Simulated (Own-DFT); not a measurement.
## Calculated data, HfO2 (monoclinic hafnia, atoms displaced)

All values are calculated (Own-DFT development build). A calculation, not a measurement: plane-wave density functional theory by an unreviewed code, no spin, of a simulated periodic cell, stress positive in tension, run twice, with PBE and with PBEsol, both on files made for PBE, so the change isn't that of files made for PBEsol, hafnium file: forces about 75 meV/angstrom off all-electron values; oxygen file: force components 24 meV/angstrom off all-electron in one glass; forces on such cells passed a denser k mesh, this cell's mesh not checked; the far tail of each file's local potential was reset to the Coulomb form; each entry is a single point on an unrelaxed cell, so the pressure reflects the starting lattice, mostly measured values (interpolated for alloys), from which strain is counted, and rises with the displacements; printed positions are rounded, which can move forces by about a meV/angstrom; the program, named Own-DFT, is a retired in-house code; no spin-orbit coupling; stress was not checked against mesh or cutoff.

## HfO2 (monoclinic hafnia, atoms displaced)

```
HfO2
1.0
     10.2340     0.0000     0.0000
      0.0000    10.3500     0.0000
     -1.6955     0.0000    10.4453
Hf O Hf O Hf O Hf O Hf O Hf O Hf O Hf O
4 8 4 8 4 8 4 8 4 8 4 8 4 8 4 8
Direct
  0.14130 0.01257 0.10906
  0.36125 0.26095 0.14589
  0.36927 0.48734 0.39536
  0.14294 0.22643 0.36014
  0.03454 0.16656 0.17235
  0.46993 0.42451 0.08451
  0.45802 0.32926 0.32553
  0.03924 0.08774 0.43228
  0.22071 0.38158 0.23764
  0.27910 0.13879 0.00662
  0.28534 0.12981 0.25454
  0.22787 0.36356 0.49070
  0.12953 0.02107 0.59590
  0.36003 0.26878 0.64873
  0.35842 0.48391 0.90384
  0.14081 0.23380 0.85694
  0.04723 0.16767 0.67458
  0.46452 0.40861 0.56386
  0.45388 0.33233 0.82604
  0.04340 0.08218 0.92860
  0.22637 0.37856 0.74536
  0.28005 0.12632 0.50792
  0.27938 0.10969 0.76035
  0.22727 0.36787 0.98462
  0.14052 0.51729 0.10520
  0.36443 0.76929 0.15001
  0.36310 0.97544 0.39060
  0.14333 0.72067 0.35807
  0.04046 0.66790 0.16900
  0.46697 0.90774 0.07018
  0.46372 0.83396 0.32356
  0.03219 0.58501 0.42288
  0.22409 0.87883 0.23675
  0.27692 0.62866 0.01743
  0.26856 0.62275 0.26010
  0.22500 0.86430 0.49699
  0.13667 0.52626 0.60821
  0.36058 0.76610 0.65056
  0.36670 0.98915 0.89912
  0.14226 0.72832 0.85079
  0.04217 0.66391 0.67796
  0.46757 0.91666 0.57747
  0.46331 0.83496 0.82458
  0.05130 0.58313 0.92724
  0.22360 0.88439 0.73867
  0.27112 0.63013 0.50510
  0.26850 0.62133 0.75627
  0.21965 0.87039 0.99029
  0.63945 0.01508 0.09993
  0.85379 0.26622 0.14820
  0.86098 0.49067 0.39647
  0.64114 0.22874 0.35641
  0.53523 0.16474 0.17602
  0.95936 0.41676 0.06973
  0.95950 0.33945 0.31794
  0.54117 0.07492 0.41726
  0.72769 0.38243 0.24667
  0.77289 0.13329 0.01349
  0.77655 0.12143 0.25535
  0.72157 0.37831 0.48115
  0.63080 0.02427 0.59942
  0.85785 0.26442 0.63845
  0.85369 0.48007 0.89317
  0.63984 0.22945 0.85777
  0.53581 0.16255 0.67494
  0.95864 0.41270 0.57675
  0.97150 0.33918 0.83939
  0.53189 0.08884 0.92819
  0.72726 0.37318 0.74152
  0.77747 0.12765 0.51812
  0.77207 0.12083 0.75913
  0.72118 0.37229 0.99176
  0.63838 0.51879 0.10696
  0.86871 0.76809 0.14730
  0.85706 0.98171 0.40028
  0.63831 0.72836 0.35506
  0.54112 0.66995 0.17943
  0.96250 0.91493 0.07580
  0.97083 0.83089 0.33181
  0.53998 0.58548 0.42154
  0.72266 0.87587 0.23689
  0.77598 0.63925 0.00612
  0.78488 0.62461 0.25665
  0.72947 0.86605 0.49018
  0.63950 0.51595 0.60220
  0.86343 0.76500 0.64935
  0.86058 0.98125 0.90744
  0.63399 0.72967 0.85337
  0.54280 0.67049 0.67539
  0.95657 0.91943 0.57627
  0.95671 0.83790 0.82144
  0.53308 0.58044 0.92531
  0.72103 0.87820 0.73382
  0.77532 0.62785 0.50229
  0.77573 0.62996 0.75395
  0.72700 0.87266 0.99042
```

Here we set functional PBE, then PBEsol, potential files PseudoDojo norm-conserving, scalar-relativistic, standard set, wave cutoff 72 hartree, occupations Fermi-Dirac, smearing width 0.1 eV and k mesh 2 x 2 x 2 centred on Gamma.

The calculation gives: PBE pressure 5.45 GPa; PBE stress xx -5 GPa; PBE stress yy -4.87 GPa; PBE stress zz -6.49 GPa; PBE stress yz 0.12 GPa; PBE stress xz -0.59 GPa; PBE stress xy -0.97 GPa; PBEsol pressure -1.01 GPa; PBEsol stress xx 1.46 GPa; PBEsol stress yy 1.54 GPa; PBEsol stress zz 0.03 GPa; PBEsol stress yz 0.11 GPa; PBEsol stress xz -0.23 GPa; PBEsol stress xy -0.94 GPa; rms change of force components from PBE to PBEsol 0.047 eV/Å.

Force:
```tsv
force element	PBE force x (eV/Å)	PBE force y (eV/Å)	PBE force z (eV/Å)	PBEsol force x (eV/Å)	PBEsol force y (eV/Å)	PBEsol force z (eV/Å)
Hf	-0.992	2.124	-1.914	-0.971	2.109	-1.917
Hf	0.563	2.787	-0.071	0.532	2.729	-0.025
Hf	-1.203	-2.573	-0.917	-1.165	-2.582	-0.858
Hf	-0.514	1.818	-1.837	-0.478	1.74	-1.8
O	0.303	-0.718	0.498	0.299	-0.692	0.534
O	-1.112	-0.959	-0.087	-1.065	-0.899	-0.15
O	1.145	0.168	0.736	1.117	0.154	0.676
O	-1.642	0.077	-2.159	-1.577	0.056	-2.043
O	0.444	-0.48	0.371	0.492	-0.469	0.349
O	0.07	-1.996	0.121	0.024	-1.947	0.114
O	-1.208	-2.119	1.337	-1.222	-2.046	1.297
O	-0.418	1.064	0.226	-0.342	1.009	0.216
Hf	1.792	-1.225	2.946	1.742	-1.136	2.855
Hf	-0.331	-0.272	-0.264	-0.332	-0.223	-0.236
Hf	0.481	-0.988	-0.484	0.46	-1.02	-0.441
Hf	-0.74	-1.163	-0.507	-0.712	-1.158	-0.499
O	-1.925	1.088	-0.239	-1.864	1.058	-0.205
O	1.027	0.736	1.519	0.996	0.759	1.428
O	1.7	-0.141	0.613	1.64	-0.163	0.543
O	-0.928	-0.241	-0.222	-0.895	-0.25	-0.153
O	-0.437	0.78	-1.203	-0.367	0.752	-1.157
O	0.112	-0.452	-0.272	0.034	-0.433	-0.276
O	0.131	2.021	-0.64	0.083	1.983	-0.608
O	0.19	1.096	1.563	0.242	1.073	1.506
Hf	-1.409	-0.358	-0.364	-1.365	-0.284	-0.382
Hf	-0.207	-0.13	-1.558	-0.201	-0.079	-1.492
Hf	-0.458	0.696	1.687	-0.428	0.635	1.677
Hf	-1.614	1.961	-0.71	-1.573	1.866	-0.703
O	-0.423	0.023	0.362	-0.41	0.029	0.409
O	0.278	0.376	0.806	0.268	0.397	0.757
O	0.311	-0.198	0.673	0.288	-0.206	0.606
O	0.665	0.004	0.777	0.658	0.001	0.802
O	0.309	-0.151	1.3	0.375	-0.146	1.254
O	1.117	0.097	-0.437	1.03	0.071	-0.427
O	1.651	-0.174	0.249	1.542	-0.157	0.248
O	0.469	0.259	-1.244	0.523	0.238	-1.213
Hf	0.036	-2.928	-1.052	0.038	-2.788	-1.035
Hf	0.255	2.18	-0.43	0.23	2.193	-0.391
Hf	-1.974	-1.907	-1.092	-1.93	-1.889	-1.056
Hf	-1.197	1.848	1.712	-1.158	1.737	1.643
O	-1.748	0.724	-0.818	-1.679	0.711	-0.748
O	-0.923	-0.675	-0.681	-0.894	-0.627	-0.716
O	0.052	-0.022	0.395	0.053	-0.051	0.331
O	-1.776	-0.135	-1.335	-1.691	-0.132	-1.252
O	0.083	-1.507	0.15	0.153	-1.495	0.139
O	0.83	-1.056	1.219	0.731	-1.028	1.175
O	1.631	-0.249	0.56	1.51	-0.221	0.535
O	0.57	0.249	0.262	0.601	0.252	0.273
Hf	-0.635	0.065	1.291	-0.606	0.099	1.233
Hf	2.66	2.116	0.375	2.59	2.108	0.405
Hf	0.591	-2.274	-1.13	0.552	-2.259	-1.091
Hf	-1.317	0.899	-1.327	-1.289	0.847	-1.337
O	0.749	-0.448	-0.333	0.726	-0.411	-0.275
O	-0.083	0.183	0.504	-0.088	0.202	0.43
O	1.071	-0.531	1.37	1.016	-0.544	1.288
O	-0.111	0.438	-0.34	-0.105	0.423	-0.269
O	-1.035	-0.16	-0.923	-0.947	-0.165	-0.903
O	-0.145	-0.942	-0.963	-0.209	-0.933	-0.937
O	-0.438	-0.461	1.273	-0.491	-0.424	1.232
O	-0.547	-1.042	1.209	-0.487	-1.008	1.18
Hf	0.648	-2.022	1.898	0.615	-1.941	1.841
Hf	1.853	1.069	2.501	1.788	1.09	2.452
Hf	2.399	-0.054	1.191	2.346	-0.143	1.204
Hf	-0.689	0.183	-0.835	-0.653	0.13	-0.835
O	-0.69	1.031	0.172	-0.66	1.015	0.208
O	0.819	0.701	0.309	0.776	0.694	0.258
O	-0.695	-0.37	-1.333	-0.677	-0.358	-1.313
O	1.036	0.381	-0.176	1.013	0.344	-0.134
O	-0.424	0.839	-0.642	-0.352	0.813	-0.618
O	0.055	0.039	-1.901	0.005	0.038	-1.852
O	0.345	0.281	0.811	0.261	0.301	0.782
O	-0.36	0.095	-0.436	-0.285	0.093	-0.434
Hf	0.525	0.632	-0.1	0.49	0.64	-0.128
Hf	-0.277	-0.114	0.445	-0.279	-0.08	0.458
Hf	1.08	-1.939	-0.953	1.047	-1.964	-0.875
Hf	1.466	1.199	-0.435	1.444	1.123	-0.46
O	-0.378	-0.522	-0.698	-0.366	-0.488	-0.62
O	0.855	0.435	0.8	0.828	0.441	0.727
O	-0.669	0.933	-0.061	-0.663	0.879	-0.114
O	-0.789	-0.453	0.416	-0.763	-0.464	0.451
O	0.22	0.543	0.462	0.264	0.527	0.446
O	-0.14	-1.183	-0.212	-0.194	-1.153	-0.208
O	-0.79	-0.144	0.267	-0.829	-0.135	0.278
O	-0.58	0.368	-0.58	-0.49	0.365	-0.577
Hf	-0.249	0.413	0.092	-0.228	0.443	0.032
Hf	-0.7	2.041	-0.357	-0.719	2.056	-0.301
Hf	1.602	0.073	-2.854	1.57	0.006	-2.752
Hf	0.585	0.822	0.069	0.577	0.764	0.018
O	-0.984	-1.113	-1.079	-0.948	-1.058	-0.983
O	0.724	0.056	0.132	0.704	0.081	0.06
O	1.147	-0.606	0.754	1.095	-0.615	0.677
O	0.565	0.68	-0.409	0.556	0.648	-0.34
O	-0.336	0.198	0.454	-0.272	0.171	0.434
O	-0.227	0.023	1.178	-0.286	0	1.13
O	0.018	-2.051	0.67	-0.042	-1.982	0.643
O	-0.761	0.335	-0.109	-0.677	0.352	-0.094
```
